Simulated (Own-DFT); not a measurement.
Simulation results for Si$_{3}$N$_{4}$ (beta silicon nitride, atoms displaced)

All values are calculated (Own-DFT development build). A calculation, not a measurement: plane-wave PBE density functional theory by an unreviewed code, no spin, of a simulated periodic cell, stress positive in tension, free energy of the whole cell less one offset for each atom, some atoms lie very close together; forces on such cells passed a denser k mesh, this cell's mesh not checked; offsets are fitted by least squares, one for each functional and potential file, so energies compare only between cells with the same atoms and settings and are not formation energies; the far tail of each file's local potential was reset to the Coulomb form; each entry is a single point on an unrelaxed cell, so the pressure reflects the starting lattice, mostly measured values (interpolated for alloys), from which strain is counted, and rises with the displacements; printed positions are rounded, which can move forces by about a meV/angstrom; the program, named Own-DFT, is a retired in-house code; no spin-orbit coupling; before rounding, a Quantum ESPRESSO 7.3.1 run of the same cell and cutoff gave forces within 1 meV/angstrom rms on each cell, which checks the program and not the settings.

```json
{"formula": "Si3N4", "kind": "beta silicon nitride, atoms displaced", "structure": {"cell_angstrom": [[7.606, 0.0, 0.0], [-3.803, 6.587, 0.0], [0.0, 0.0, 8.727]], "atoms_fractional": [["Si", 0.17866, 0.77872, 0.08664], ["Si", 0.23, 0.41958, 0.08303], ["Si", 0.58357, 0.81734, 0.10853], ["Si", 0.82418, 0.21556, 0.24589], ["Si", 0.75741, 0.57682, 0.25879], ["Si", 0.41978, 0.17533, 0.26533], ["N", 0.3201, 0.01549, 0.07183], ["N", 0.94898, 0.2821, 0.07291], ["N", 0.69568, 0.68591, 0.06358], ["N", 0.67447, 0.97984, 0.26968], ["N", 0.04804, 0.70023, 0.2457], ["N", 0.29602, 0.32338, 0.25048], ["N", 0.34266, 0.66994, 0.09443], ["N", 0.66743, 0.34548, 0.24479], ["Si", 0.19963, 0.76237, 0.42437], ["Si", 0.23387, 0.40074, 0.41939], ["Si", 0.58512, 0.84319, 0.39598], ["Si", 0.82837, 0.23615, 0.57489], ["Si", 0.77731, 0.60158, 0.62649], ["Si", 0.4296, 0.16047, 0.58239], ["N", 0.3306, 0.01895, 0.3882], ["N", 0.95801, 0.32434, 0.43597], ["N", 0.69172, 0.66958, 0.4103], ["N", 0.66629, 0.96148, 0.57927], ["N", 0.04055, 0.71128, 0.60425], ["N", 0.30802, 0.32251, 0.57823], ["N", 0.32445, 0.67566, 0.41156], ["N", 0.65196, 0.33812, 0.59029], ["Si", 0.1599, 0.78078, 0.76609], ["Si", 0.22924, 0.42192, 0.75653], ["Si", 0.57093, 0.82535, 0.76069], ["Si", 0.84568, 0.23439, 0.90547], ["Si", 0.76707, 0.5808, 0.91884], ["Si", 0.38949, 0.16431, 0.90718], ["N", 0.31727, 0.01152, 0.74304], ["N", 0.96081, 0.30372, 0.75278], ["N", 0.66833, 0.64738, 0.73636], ["N", 0.67812, 0.98696, 0.93045], ["N", 0.03884, 0.70937, 0.92199], ["N", 0.29978, 0.35291, 0.91784], ["N", 0.35444, 0.6652, 0.79168], ["N", 0.65342, 0.3351, 0.92851]]}, "settings": {"functional": "PBE", "potential_files": "PseudoDojo norm-conserving, scalar-relativistic, standard set", "wave_cutoff [hartree]": 42.0, "occupations": "Fermi-Dirac", "smearing_width [eV]": 0.1, "k_mesh": "3 x 3 x 3 centred on Gamma"}, "results": {"free_energy_of_cell_above_offsets [eV]": "15.403", "pressure [GPa]": 20.84, "stress_xx [GPa]": -14.1, "stress_yy [GPa]": -28.92, "stress_zz [GPa]": -19.49, "stress_yz [GPa]": 8.08, "stress_xz [GPa]": 9.4, "stress_xy [GPa]": -5.61, "force_element": ["Si", "Si", "Si", "Si", "Si", "Si", "N", "N", "N", "N", "N", "N", "N", "N", "Si", "Si", "Si", "Si", "Si", "Si", "N", "N", "N", "N", "N", "N", "N", "N", "Si", "Si", "Si", "Si", "Si", "Si", "N", "N", "N", "N", "N", "N", "N", "N"], "force_x [eV/angstrom]": [0.633, 0.838, 2.705, -1.01, 0.347, -2.606, 0.764, 4.085, 3.019, 0.48, -3.217, -1.265, -3.968, 3.117, -18.92, 0.043, 2.542, -5.257, 7.607, -6.441, 0.763, 6.045, -0.649, -1.356, -0.86, -2.032, 16.13, 6.867, 4.103, 2.069, 7.902, -7.115, -2.843, 0.331, 1.402, 3.397, -7.859, -0.805, -3.25, 2.092, -9.744, 1.912], "force_y [eV/angstrom]": [-3.475, -3.2, 3.058, 7.289, 8.887, 5.157, 6.466, 2.976, -1.839, 4.577, -2.105, 0.346, 0.158, -7.745, 5.24, 0.348, -11.39, -4.15, -3.364, -1.799, -4.338, 2.407, 0.887, 1.675, -1.564, 0.086, -7.889, 2.378, -3.494, -2.963, 5.87, -3.012, 3.007, 2.5, 6.35, 2.476, 4.783, -3.259, -2.637, -3.739, -2.3, -2.663], "force_z [eV/angstrom]": [0.644, 1.125, -5.421, 0.225, -1.033, -10.03, 0.866, 4.615, 3.138, -11.53, 3.205, -0.259, 0.54, 0.172, -0.715, 0.332, 15.51, 8.581, -15.37, -1.391, 10.56, -10.32, 0.916, 0.607, -3.63, 1.421, -0.07, 0.191, -1.188, -2.381, -0.766, 4.363, 0.561, 2.314, 0.219, -6.244, 12.37, -1.682, 2.104, 0.057, -1.179, -1.429]}}
```
